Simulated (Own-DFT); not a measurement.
Simulation results for SiC (4H silicon carbide, strained, atoms displaced), SiC (4H silicon carbide, atoms displaced), SiC (twinned 3C silicon carbide, atoms displaced), GaN (wurtzite, strained, atoms displaced)

All values are calculated (Own-DFT development build). A calculation, not a measurement: plane-wave PBE density functional theory by an unreviewed code, no spin, of a simulated periodic cell, stress positive in tension, free energy of the whole cell less one offset for each atom, forces on such cells passed a denser k mesh, this cell's mesh not checked; offsets are fitted by least squares, one for each functional and potential file, so energies compare only between cells with the same atoms and settings and are not formation energies; the far tail of each file's local potential was reset to the Coulomb form; each entry is a single point on an unrelaxed cell, so the pressure reflects the starting lattice, mostly measured values (interpolated for alloys), from which strain is counted, and rises with the displacements; printed positions are rounded, which can move forces by about a meV/angstrom; the program, named Own-DFT, is a retired in-house code; no spin-orbit coupling.

Common to all runs: functional PBE.

(1) SiC (4H silicon carbide, strained, atoms displaced)

```
SiC
1.0
      9.1444    -0.0046     0.0246
     -4.5762     7.9825     0.0491
      0.0268     0.0772     9.9507
Si C Si C Si C Si C Si C Si C Si C Si C Si C Si C Si C Si C Si C Si C Si C Si C Si C Si C
2 2 2 2 2 2 2 2 2 2 2 2 2 2 2 2 2 2 2 2 2 2 2 2 2 2 2 2 2 2 2 2 2 2 2 2
Direct
  0.99530 0.99969 0.40870
  0.11863 0.22152 0.15527
  0.99346 0.00214 0.08577
  0.11445 0.22345 0.34525
  0.00572 0.33551 0.40851
  0.10156 0.54799 0.15895
  0.00323 0.33584 0.10028
  0.10080 0.54500 0.34284
  0.00292 0.67045 0.40514
  0.11158 0.89135 0.15898
  0.00247 0.66699 0.09934
  0.10768 0.88877 0.34283
  0.32682 0.99006 0.39920
  0.44143 0.22905 0.15459
  0.34979 0.01092 0.08642
  0.43754 0.22068 0.34505
  0.34456 0.34491 0.40965
  0.45181 0.56667 0.15491
  0.33470 0.33780 0.09749
  0.44350 0.55740 0.34325
  0.32834 0.66382 0.41061
  0.43801 0.88336 0.16305
  0.33243 0.67219 0.08527
  0.44192 0.88672 0.34322
  0.66353 0.00666 0.40445
  0.77192 0.21501 0.16198
  0.66767 0.99538 0.09177
  0.78212 0.23235 0.34748
  0.65896 0.32907 0.41972
  0.79425 0.55847 0.16194
  0.66908 0.32720 0.09623
  0.78058 0.55043 0.34529
  0.66788 0.66126 0.40623
  0.78116 0.90112 0.14596
  0.66219 0.66418 0.09599
  0.78926 0.90101 0.34047
  0.99402 0.98723 0.90164
  0.88362 0.77852 0.65667
  0.99758 0.00291 0.58877
  0.88977 0.77302 0.84360
  0.00800 0.66895 0.91106
  0.88319 0.44121 0.65581
  0.00310 0.67210 0.59034
  0.88556 0.44039 0.84391
  0.99439 0.33504 0.90390
  0.88845 0.11253 0.65192
  0.98904 0.31865 0.58679
  0.88377 0.10646 0.85176
  0.67127 0.00191 0.90482
  0.55446 0.77801 0.65687
  0.66415 0.99884 0.60140
  0.55508 0.78120 0.84193
  0.66932 0.66580 0.91094
  0.56411 0.45262 0.66013
  0.67164 0.66339 0.59074
  0.55661 0.44580 0.85362
  0.66808 0.33925 0.90479
  0.55814 0.10795 0.65098
  0.66405 0.33062 0.59320
  0.54795 0.10525 0.84263
  0.33961 0.99735 0.90553
  0.21996 0.77240 0.65367
  0.33720 0.99069 0.60192
  0.20996 0.77364 0.84006
  0.34434 0.67809 0.90998
  0.22330 0.44175 0.64823
  0.32445 0.66897 0.60233
  0.22553 0.45663 0.84473
  0.33761 0.34014 0.91332
  0.21356 0.11186 0.66608
  0.33886 0.33608 0.59723
  0.21999 0.11718 0.83348
```

* potential files: PseudoDojo norm-conserving, scalar-relativistic, standard set
* wave cutoff: 42 hartree
* occupations: Fermi-Dirac
* smearing width: 0.1 eV
* hardware: one NVIDIA H100
* k mesh: 4 x 4 x 3 centred on Gamma
* free energy of cell above offsets: -5.410 eV
* pressure: 11.6 GPa
* stress xx: -12.16 GPa
* stress yy: -7.27 GPa
* stress zz: -15.36 GPa
* stress yz: 3.3 GPa
* stress xz: 1.73 GPa
* stress xy: -0.89 GPa
* wall time: 348.8 s

Force:
```tsv
element	x (eV/Å)	y (eV/Å)	z (eV/Å)
Si	1.294	1.289	-1.159
Si	-2.165	0.117	0.545
C	2.921	0.114	0.72
C	0.536	0.189	0.162
Si	-0.656	-1.827	-1.644
Si	1.832	0.818	-0.683
C	-0.521	-1.412	-1.386
C	1.086	2.721	0.913
Si	-0.338	-1.139	0.179
Si	0.125	0.644	-1.643
C	0.774	1.34	-1.084
C	0.051	-0.055	0.202
Si	-0.477	1.955	2.504
Si	2.329	-0.459	0.643
C	-2.22	-1.197	2.26
C	1.073	-0.164	0.189
Si	-1.194	-2.486	-0.307
Si	-1.705	-1.362	0.316
C	0.187	0.82	-0.5
C	0.293	1.141	0.455
Si	-0.158	0.011	-0.323
Si	0.992	0.968	-2.651
C	-0.035	-0.687	3.719
C	0.19	-0.513	0.796
Si	1.744	-0.322	0.579
Si	0.88	0.658	-0.752
C	-2.541	1.011	0.331
C	-0.615	-1.5	0.541
Si	0.538	0.266	-4.562
Si	-3.612	-2.008	-0.671
C	-0.93	1.666	-0.455
C	-0.806	0.4	0.98
Si	-0.014	1.736	-1.53
Si	0.961	-2.823	2.561
C	2.61	1.503	-0.014
C	-2.326	-1.999	-0.096
Si	0.163	2.605	-0.017
Si	1.895	0.478	-0.452
C	0.352	-0.703	1.973
C	-0.39	-0.524	0.204
Si	-1.739	-1.567	-0.353
Si	1.154	0.724	-0.531
C	-0.733	-1.141	0.573
C	-0.428	1.368	-0.391
Si	2.197	-0.547	1.372
Si	-0.2	-1.706	1.897
C	0.439	3.383	1.876
C	1.637	1.311	-2.36
Si	-2.184	-0.452	0.19
Si	-0.093	-0.507	-0.164
C	1.067	-0.445	-2.403
C	1.852	-0.027	0.544
Si	-0.857	0.352	-0.367
Si	-0.86	-1.969	0.678
C	-1.786	0.919	0.593
C	-0.039	0.769	-1.684
Si	0.454	-2.403	1.326
Si	-1.66	0.016	2.071
C	-0.187	0.44	2.702
C	2.205	2.014	-0.552
Si	-2.696	-0.272	-1.467
Si	-2.09	1.404	1.524
C	-2.079	1.397	-2.397
C	2.949	1.446	0.904
Si	-2.214	-1.421	-2.709
Si	-1.067	0.127	2.307
C	3.277	-1.72	-2.575
C	0.398	-1.266	-0.188
Si	-1.758	-0.863	-1.831
Si	2.08	-0.371	-5.361
C	0.248	0.114	-0.38
C	0.584	-0.377	6.31
```

(2) SiC (4H silicon carbide, atoms displaced)

```
SiC
1.0
      6.1654     0.0000     0.0000
     -3.0827     5.3394     0.0000
      0.0000     0.0000    10.0681
Si C Si C Si C Si C Si C Si C Si C Si C
2 2 2 2 2 2 2 2 2 2 2 2 2 2 2 2
Direct
  0.98006 0.98889 0.42107
  0.14402 0.31685 0.15402
  0.00988 1.00000 0.09105
  0.16687 0.36611 0.35021
  0.03529 0.51541 0.40290
  0.16920 0.82807 0.15371
  0.96787 0.45696 0.10945
  0.16318 0.79219 0.35149
  0.52261 0.01317 0.40592
  0.65271 0.34107 0.16839
  0.52802 0.00865 0.07939
  0.64608 0.33384 0.34258
  0.49914 0.49848 0.40642
  0.66444 0.85614 0.15717
  0.53588 0.53976 0.10119
  0.65968 0.80374 0.35327
  0.99041 0.01534 0.91177
  0.83464 0.65150 0.65274
  0.03491 0.01026 0.60605
  0.80976 0.64878 0.85771
  0.98133 0.50069 0.91001
  0.83408 0.17037 0.64675
  0.01074 0.52493 0.58503
  0.83512 0.18635 0.84794
  0.47351 0.00099 0.89119
  0.31954 0.68285 0.65838
  0.48981 0.99925 0.59578
  0.34565 0.67506 0.83150
  0.48912 0.48136 0.89882
  0.33877 0.16189 0.65978
  0.49823 0.49453 0.59882
  0.32502 0.16197 0.85478
```

* potential files: PseudoDojo norm-conserving, scalar-relativistic, standard set
* wave cutoff: 42 hartree
* occupations: Fermi-Dirac
* smearing width: 0.1 eV
* hardware: one NVIDIA H100
* k mesh: 5 x 5 x 3 centred on Gamma
* free energy of cell above offsets: 4.787 eV
* pressure: 11.37 GPa
* stress xx: -12.66 GPa
* stress yy: -14.78 GPa
* stress zz: -6.68 GPa
* stress yz: 0.85 GPa
* stress xz: -0.28 GPa
* stress xy: 4.66 GPa
* wall time: 124.2 s

Force:
```tsv
element	x (eV/Å)	y (eV/Å)	z (eV/Å)
Si	3.031	0.84	-1.495
Si	3.09	2.196	1.965
C	-0.496	-0.368	1.821
C	6.609	-7.641	-2.831
Si	-7.291	-4.638	4.435
Si	1.041	-1.248	0.866
C	0.078	4.325	-3.124
C	-1.39	12.29	-4.135
Si	-2.185	-2.146	0.195
Si	0.227	-0.894	-3.042
C	-5.013	0.693	1.192
C	2.606	-1.104	1.951
Si	-1.336	-2.681	2.274
Si	3.135	-1.642	0.843
C	-2.847	-3.699	-1.82
C	-0.715	5.826	-1.464
Si	-0.09	-2.11	-1.3
Si	-2.316	1.868	2.114
C	-5.38	-2.535	-1.659
C	1.486	3.046	-2.879
Si	1.853	0.256	1.375
Si	0.995	0.776	2.263
C	0.57	-3.32	0.484
C	-0.575	-1.887	-2.284
Si	5.653	-1.218	2.936
Si	2.971	-2.112	-1.691
C	2.466	1.113	-1.011
C	-1.91	-1.04	3.379
Si	-1.44	3.15	2.925
Si	0.564	3.043	1.038
C	-0.467	0.899	-0.64
C	-2.924	-0.038	-2.684
```

(3) SiC (twinned 3C silicon carbide, atoms displaced)

```
SiC
1.0
      4.3596    -4.3596     0.0000
      0.0000     4.3596    -4.3596
      8.7192     8.7192     8.7192
Si C Si C Si C Si C Si C Si C Si C Si C Si C Si C Si C Si C Si C Si C Si C Si C Si C Si C Si C Si C Si C Si C Si C Si C
1 1 1 1 1 1 1 1 1 1 1 1 1 1 1 1 1 1 1 1 1 1 1 1 1 1 1 1 1 1 1 1 1 1 1 1 1 1 1 1 1 1 1 1 1 1 1 1
Direct
  0.99820 0.00602 0.43879
  0.99871 0.99884 0.06257
  0.16805 0.33250 0.10355
  0.17360 0.32998 0.22707
  0.33189 0.16671 0.27022
  0.33054 0.17379 0.39322
  0.99975 0.50431 0.43724
  0.99204 0.49401 0.06113
  0.16708 0.83657 0.10611
  0.16589 0.82898 0.22828
  0.32962 0.66502 0.27012
  0.34348 0.66985 0.39758
  0.48469 0.00740 0.43674
  0.49956 0.99608 0.06450
  0.67345 0.33341 0.10208
  0.66612 0.32464 0.22674
  0.82808 0.16930 0.27177
  0.83238 0.16843 0.39533
  0.49861 0.49988 0.43724
  0.49677 0.49318 0.06314
  0.66433 0.83353 0.10299
  0.66209 0.83359 0.22668
  0.84679 0.67592 0.27525
  0.82613 0.65923 0.39676
  0.00323 0.99817 0.93741
  0.00625 0.01382 0.56055
  0.82260 0.66038 0.60555
  0.83966 0.67224 0.72519
  0.66445 0.82360 0.77462
  0.67456 0.82998 0.89826
  0.99829 0.49549 0.93602
  0.99457 0.50566 0.56086
  0.83820 0.16535 0.60351
  0.83885 0.17241 0.73061
  0.66562 0.32839 0.77147
  0.67321 0.33645 0.89887
  0.50612 0.01304 0.93559
  0.49815 0.99965 0.56183
  0.33697 0.67252 0.60514
  0.32744 0.66859 0.72979
  0.16441 0.83169 0.76983
  0.17129 0.83130 0.89807
  0.50034 0.50384 0.93587
  0.50486 0.50643 0.56069
  0.33261 0.16414 0.60272
  0.33014 0.16896 0.72846
  0.16148 0.32976 0.76983
  0.16109 0.32641 0.89513
```

* potential files: PseudoDojo norm-conserving, scalar-relativistic, standard set
* wave cutoff: 42 hartree
* occupations: Fermi-Dirac
* smearing width: 0.1 eV
* hardware: one NVIDIA H100
* k mesh: 5 x 5 x 2 centred on Gamma
* free energy of cell above offsets: -7.073 eV
* pressure: 3.76 GPa
* stress xx: -4.15 GPa
* stress yy: -4.03 GPa
* stress zz: -3.1 GPa
* stress yz: -0.65 GPa
* stress xz: -1.24 GPa
* stress xy: 0.47 GPa
* wall time: 197.9 s

Force:
```tsv
element	x (eV/Å)	y (eV/Å)	z (eV/Å)
Si	-0.971	-0.608	-0.107
C	0.086	-0.074	-0.036
Si	-0.404	0.142	0.022
C	-0.565	1.622	0.159
Si	0.122	-1.024	-0.535
C	-0.232	0.436	0.754
Si	0.263	-0.701	0.341
C	1.493	-0.471	-0.757
Si	-1.013	-0.952	-0.06
C	0.727	0.839	0.035
Si	0.802	-0.868	0.251
C	-1.652	0.986	-0.684
Si	1.445	-2.033	0.512
C	-0.799	-0.101	-1.031
Si	-0.609	1.061	0.91
C	0.641	1.569	-0.8
Si	0.065	-1.662	0.09
C	-0.237	0.819	0.12
Si	0.193	0.153	-0.308
C	0.003	-0.246	-0.945
Si	0.311	-0.467	0.679
C	1.292	0.082	0.686
Si	-3.068	-0.385	-0.053
C	1.117	0.355	-1.04
Si	0.601	0.09	0.434
C	0.042	-0.361	1.76
Si	0.387	-1.061	-1.914
C	0.14	1.279	1.925
Si	-0.408	-0.063	-1.53
C	-0.958	0.674	-0.986
Si	1.407	0.282	-0.014
C	1.054	-0.229	0.852
Si	-0.406	1.358	-0.799
C	-1.424	-0.45	0.973
Si	-0.074	0.254	-0.773
C	-1.618	-0.144	-1.31
Si	0.368	-0.362	2.501
C	0.463	0.2	-0.195
Si	-1.162	-0.199	0.185
C	0.812	-0.964	0.318
Si	0.59	0.642	-0.197
C	-0.849	-0.436	-0.888
Si	0.284	0.416	1.552
C	-0.502	0.678	1.156
Si	0.58	0.523	-0.499
C	0.414	-0.477	0.245
Si	0.815	0.188	-0.303
C	0.434	-0.312	-0.697
```

(4) GaN (wurtzite, strained, atoms displaced)

```
GaN
1.0
     12.7560     0.0000     0.0000
     -4.7835     8.2853     0.0000
      0.0000     0.0000    10.6292
Ga N Ga N Ga N Ga N Ga N Ga N Ga N Ga N Ga N Ga N Ga N Ga N Ga N Ga N Ga N Ga N Ga N Ga N Ga N Ga N Ga N Ga N Ga N Ga N
2 2 2 2 2 2 2 2 2 2 2 2 2 2 2 2 2 2 2 2 2 2 2 2 2 2 2 2 2 2 2 2 2 2 2 2 2 2 2 2 2 2 2 2 2 2 2 2
Direct
  0.08388 0.21996 0.99534
  0.17009 0.11196 0.25199
  0.08985 0.21998 0.18882
  0.17251 0.11741 0.44326
  0.08877 0.22897 0.49456
  0.15832 0.10501 0.75396
  0.07619 0.22210 0.68919
  0.17059 0.11371 0.94153
  0.08510 0.56045 0.99521
  0.17016 0.44461 0.24963
  0.08896 0.55982 0.18501
  0.17052 0.44568 0.44073
  0.08488 0.55165 0.50215
  0.15998 0.44732 0.74689
  0.07539 0.54291 0.68904
  0.16089 0.43927 0.93431
  0.08485 0.88976 0.99583
  0.17003 0.78073 0.24325
  0.08869 0.88700 0.17924
  0.16433 0.77679 0.43333
  0.08315 0.89160 0.49681
  0.15853 0.77390 0.75439
  0.08595 0.89450 0.68971
  0.16437 0.77215 0.93867
  0.33329 0.21401 0.01218
  0.42031 0.12299 0.24508
  0.33115 0.23228 0.18898
  0.41411 0.11058 0.43954
  0.33648 0.22477 0.50535
  0.42062 0.11640 0.75229
  0.32675 0.20856 0.69620
  0.41624 0.11625 0.93584
  0.33461 0.55541 0.00548
  0.41040 0.44684 0.25583
  0.33583 0.57270 0.18642
  0.41287 0.44140 0.44042
  0.33312 0.55630 0.49992
  0.41519 0.43743 0.74649
  0.34256 0.56480 0.69262
  0.40141 0.43893 0.93590
  0.33623 0.88680 0.99966
  0.40772 0.77669 0.25310
  0.33590 0.88684 0.19409
  0.41914 0.78214 0.43896
  0.33379 0.88224 0.49802
  0.41408 0.77704 0.74439
  0.33097 0.88610 0.69181
  0.41316 0.77116 0.93570
  0.57837 0.22804 0.00551
  0.66067 0.10947 0.24033
  0.57525 0.22469 0.19541
  0.66341 0.10688 0.43928
  0.58568 0.21975 0.50456
  0.66755 0.12051 0.74222
  0.58300 0.22780 0.68483
  0.65717 0.10078 0.93709
  0.58359 0.55845 0.00373
  0.67299 0.45304 0.24972
  0.58985 0.55928 0.18560
  0.67298 0.45243 0.43212
  0.57803 0.55110 0.50007
  0.67329 0.44935 0.75330
  0.58351 0.55346 0.68597
  0.66483 0.44225 0.94231
  0.58538 0.88458 0.99720
  0.66471 0.77680 0.24515
  0.58398 0.89687 0.18474
  0.66904 0.77222 0.44162
  0.59231 0.89891 0.49981
  0.67509 0.78809 0.75046
  0.59079 0.90026 0.68169
  0.66827 0.77226 0.93488
  0.84332 0.22793 0.00286
  0.91554 0.10975 0.24851
  0.82743 0.21417 0.19816
  0.91950 0.10686 0.43612
  0.83197 0.22244 0.50465
  0.91429 0.10705 0.75118
  0.83678 0.22982 0.69454
  0.91817 0.11267 0.92627
  0.83466 0.56064 0.99920
  0.91711 0.43814 0.25485
  0.83707 0.56445 0.18852
  0.92164 0.44618 0.44319
  0.83846 0.56564 0.49166
  0.91373 0.44528 0.74325
  0.83222 0.55567 0.69117
  0.91643 0.45170 0.93535
  0.83738 0.88531 0.99725
  0.91911 0.77391 0.24873
  0.83133 0.89088 0.18948
  0.92228 0.78563 0.43300
  0.83746 0.87975 0.50777
  0.91898 0.78128 0.75373
  0.82969 0.88373 0.69515
  0.91845 0.77075 0.94133
```

- potential files: PseudoDojo norm-conserving, scalar-relativistic, standard set with the stringent files for Ga
- wave cutoff: 96 hartree
- occupations: Gaussian
- smearing width: 0.01 eV
- k mesh: 3 x 4 x 3 centred on Gamma
- free energy of cell above offsets: -5.888 eV
- pressure: 2.19 GPa
- stress xx: -4.5 GPa
- stress yy: -5.52 GPa
- stress zz: 3.46 GPa
- stress yz: -0.05 GPa
- stress xz: 0.33 GPa
- stress xy: 0.39 GPa

Force:
```tsv
element	x (eV/Å)	y (eV/Å)	z (eV/Å)
Ga	0.074	0.434	0.486
Ga	-0.341	-0.969	0.441
N	-1.473	0.386	-0.422
N	-0.276	-0.552	-0.882
Ga	-0.638	-1.323	1.1
Ga	0.45	1.714	0.15
N	1.276	-0.02	-0.707
N	-0.433	-0.895	-0.438
Ga	0.065	-1.591	0.793
Ga	-0.693	0.05	-0.174
N	-0.526	-1.116	0.207
N	-0.369	0.418	-0.877
Ga	-0.169	0.983	-0.147
Ga	2.375	-0.758	1.07
N	-0.345	2.356	-0.906
N	0.277	0.651	0.368
Ga	0.337	0.129	0.497
Ga	-0.207	-0.487	0.951
N	-0.959	0.655	0.946
N	0.299	-0.207	0.447
Ga	1.206	0.382	0.482
Ga	1.354	0.084	-0.601
N	-0.744	-1.401	-0.583
N	0.234	1.561	-0.421
Ga	-1.01	1.504	-2.01
Ga	-1.732	-1.834	2.135
N	1.044	-0.527	0.548
N	0.657	0.223	-0.317
Ga	0.139	-0.955	0.558
Ga	-0.332	-1.061	-0.212
N	-0.349	1.268	-1.121
N	0.342	-0.881	0.901
Ga	-1.234	-0.018	-1.198
Ga	0.93	0.992	-0.568
N	0.764	-2.484	0.454
N	0.066	0.354	-0.436
Ga	0.545	0.867	1.089
Ga	-0.237	0.327	1.018
N	-1.201	-2.071	-1.509
N	2.653	-0.395	0.489
Ga	-0.02	0.112	-0.047
Ga	2.398	1.327	0.853
N	-1.489	2.043	-1.686
N	0.748	-0.772	-0.281
Ga	-1.26	1.059	0.658
Ga	0.947	1.118	1.022
N	-0.537	0.271	-0.54
N	0.393	0.627	-0.007
Ga	1.364	-1.112	-0.351
Ga	-0.256	0.292	1.456
N	2.41	1.345	-1.523
N	0.525	1.683	-0.968
Ga	-0.976	0.615	-1.298
Ga	0.265	-0.776	1.596
N	0.195	0.263	0.539
N	0.604	1.845	0.018
Ga	-0.824	-1.015	-0.889
Ga	-0.365	-0.492	0.255
N	-1.528	-0.531	0.41
N	-0.289	-0.801	0.794
Ga	1	0.462	0.245
Ga	-1.559	-0.337	0.029
N	0.12	0.244	0.421
N	0.065	0.737	-0.434
Ga	-0.81	0.032	0.016
Ga	-0.207	0.724	1.1
N	-0.067	-1.872	0.036
N	-0.356	0.645	-0.631
Ga	0.018	-2.068	-0.012
Ga	-2.663	-1.965	0.077
N	-0.242	-0.739	0.861
N	0.09	0.654	0.182
Ga	-1.712	-0.399	-0.57
Ga	0.792	-0.195	0.83
N	0.542	1.353	-1.552
N	-0.562	0.255	0.658
Ga	0.679	-0.475	-0.401
Ga	-0.434	0.746	-1.123
N	-0.237	-1.391	-1.247
N	0.146	-0.717	2.499
Ga	0.074	-1.639	0.744
Ga	0.134	0.965	-0.37
N	0.746	-1.792	-0.392
N	-0.789	-0.3	-0.618
Ga	0.015	-0.959	1.013
Ga	-0.071	0.168	1.485
N	0.4	1.181	-1.186
N	0.365	-0.763	0.192
Ga	-0.833	0.55	0.635
Ga	-0.297	1.912	-0.3
N	1.093	-0.378	-0.963
N	0.268	-0.593	0.217
Ga	-1.59	1.124	-0.8
Ga	0.191	-0.701	-0.041
N	2.034	1.019	-1.221
N	-0.472	1.615	-0.995
```
